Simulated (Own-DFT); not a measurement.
# Response to strain: fcc Cu, 16 atoms (Cu16)

These are calculations, not measurements. They come from Own-DFT, an in-house plane-wave density functional program, since retired, whose code no person has reviewed. Each row is one single-point run on a periodic cell that was not relaxed, without spin or spin-orbit coupling.

Settings of every run: PBE; PseudoDojo norm-conserving scalar-relativistic files; cutoff 50 hartree; 7 x 7 x 5 k mesh centred on Gamma; cold (Marzari-Vanderbilt) smearing of 0.2 eV.

Known limits: forces on such cells failed a check on a denser k mesh; stress not checked against mesh or cutoff.

Unstrained cell vectors in Å: (3.615, 3.615, 0.000); (-3.615, 3.615, 0.000); (0.000, 0.000, 7.230). The unstrained cell has measured lattice constants (interpolated for alloys), not those of this functional. That, the random moves and any unrelaxed bonds set the pressure at no strain. Each run strains this cell uniformly, with the atoms carried along. Every atom was also moved at random, by a Gaussian of width 0.05 Å on each axis. Strain is the symmetric tensor, in per cent. Stress is positive in tension, and the pressure is minus a third of its trace.

| run | e_xx (%) | e_yy (%) | e_zz (%) | e_yz (%) | e_xz (%) | e_xy (%) | s_xx (GPa) | s_yy (GPa) | s_zz (GPa) | s_yz (GPa) | s_xz (GPa) | s_xy (GPa) | P (GPa) | E (meV/atom) |
|---|---|---|---|---|---|---|---|---|---|---|---|---|---|---|
| 1 | 0.80 | -1.60 | 1.11 | 1.38 | -0.36 | -1.77 | -1.81 | -3.50 | -1.89 | 2.73 | -0.98 | -3.03 | 2.40 | 8.4 |
| 2 | 0.15 | -0.29 | 1.25 | -0.55 | 1.54 | 0.68 | -1.12 | -1.12 | -0.34 | -0.84 | 2.41 | 0.96 | 0.86 | 0.0 |
| 3 | -0.57 | -0.21 | 0.28 | 1.41 | 1.30 | -0.59 | -4.29 | -4.41 | -3.56 | 2.56 | 2.20 | -0.59 | 4.09 | 18.2 |
| 4 | -1.15 | -1.03 | 1.14 | -0.28 | -1.81 | -1.08 | -5.32 | -4.70 | -3.48 | -0.48 | -3.03 | -1.96 | 4.50 | 9.7 |
| 5 | 1.72 | -1.45 | 0.61 | -0.28 | -0.12 | -1.58 | -1.15 | -3.23 | -1.81 | -0.36 | -0.49 | -2.24 | 2.06 | 16.9 |
| 6 | 0.10 | -1.86 | -1.21 | -1.01 | -1.87 | -1.16 | -7.86 | -9.26 | -8.69 | -2.87 | -3.23 | -1.66 | 8.60 | 34.2 |
| 7 | 1.44 | 1.86 | 1.70 | -1.78 | -1.80 | -0.94 | 3.30 | 3.64 | 3.93 | -2.27 | -2.86 | -1.05 | -3.63 | 16.6 |
| 8 | 1.79 | -1.76 | -0.60 | 1.66 | 0.71 | 0.17 | -2.17 | -5.13 | -3.90 | 3.37 | 1.07 | -0.05 | 3.73 | 8.7 |
| 9 | -1.79 | -1.93 | 1.13 | 1.05 | 1.40 | 0.70 | -7.84 | -7.74 | -5.85 | 2.38 | 2.70 | 1.43 | 7.14 | 17.2 |
| 10 | -1.98 | 0.03 | 0.58 | -0.52 | 0.16 | 0.97 | -6.81 | -5.24 | -4.43 | -0.68 | 0.32 | 1.89 | 5.49 | 21.5 |
| 11 | -1.54 | 0.09 | -1.36 | 1.13 | 1.54 | -0.84 | -8.34 | -6.67 | -7.85 | 1.96 | 3.49 | -1.69 | 7.62 | 18.5 |
| 12 | -0.91 | -0.63 | 1.59 | -1.55 | -0.68 | -0.84 | -3.90 | -3.43 | -2.14 | -2.36 | -1.74 | -1.38 | 3.16 | 16.2 |
| 13 | -0.35 | -1.38 | -1.73 | 1.13 | -0.20 | -0.54 | -8.19 | -9.63 | -9.18 | 2.78 | -0.41 | -0.81 | 9.00 | 26.5 |
| 14 | -1.39 | -2.00 | -1.49 | 0.14 | 1.96 | 0.93 | -11.85 | -11.71 | -11.25 | 0.43 | 4.16 | 1.91 | 11.60 | 34.3 |
| 15 | 1.26 | 1.35 | 1.10 | 1.93 | 1.33 | 1.80 | ? | ? | ? | ? | ? | ? | ? | ? |

E is the free energy for each atom above the lowest run shown.

## Worked fit

Each stress component was fitted by least squares to a constant and the strains of the runs shown, as fractions, with shears doubled. Shear strains stay in the fit of a normal stress only where such slopes are resolved. The slopes, in GPa:

```
stress  at no strain  per e_xx  per e_yy  per e_zz  scatter
  s_xx          -3.6  207 ± 12  111 ± 15  152 ± 13     0.54
  s_yy          -3.6  123 ± 11  181 ± 15  162 ± 13     0.52
  s_zz          -3.4   129 ± 9  125 ± 12  214 ± 10     0.42
```

Each shear stress against twice its own strain: yz 99 ± 9, xz 89 ± 7, xy 84 ± 8 GPa. These are stiffnesses along x, y and z of the frame in which the cell vectors are given, which need not be the crystal's axes. The atoms are held to the strained lattice; where symmetry lets them move under strain, relaxing them would lower some slopes. The table should be nearly symmetric about its diagonal, and what it lacks of that shows the noise. A ninth of its sum, 156 ± 6 GPa, estimates the bulk modulus near the mean pressure of these runs, 4.8 GPa, so it lies above the value at zero pressure.

## Withheld run

Question: what normal stresses and pressure should run 15 give?

The fit gives s_xx = 2.1, s_yy = 2.2, s_zz = 2.3 and P = -2.2 GPa. The calculation gave 2.03, 1.91, 1.99 and P = -1.98 GPa.
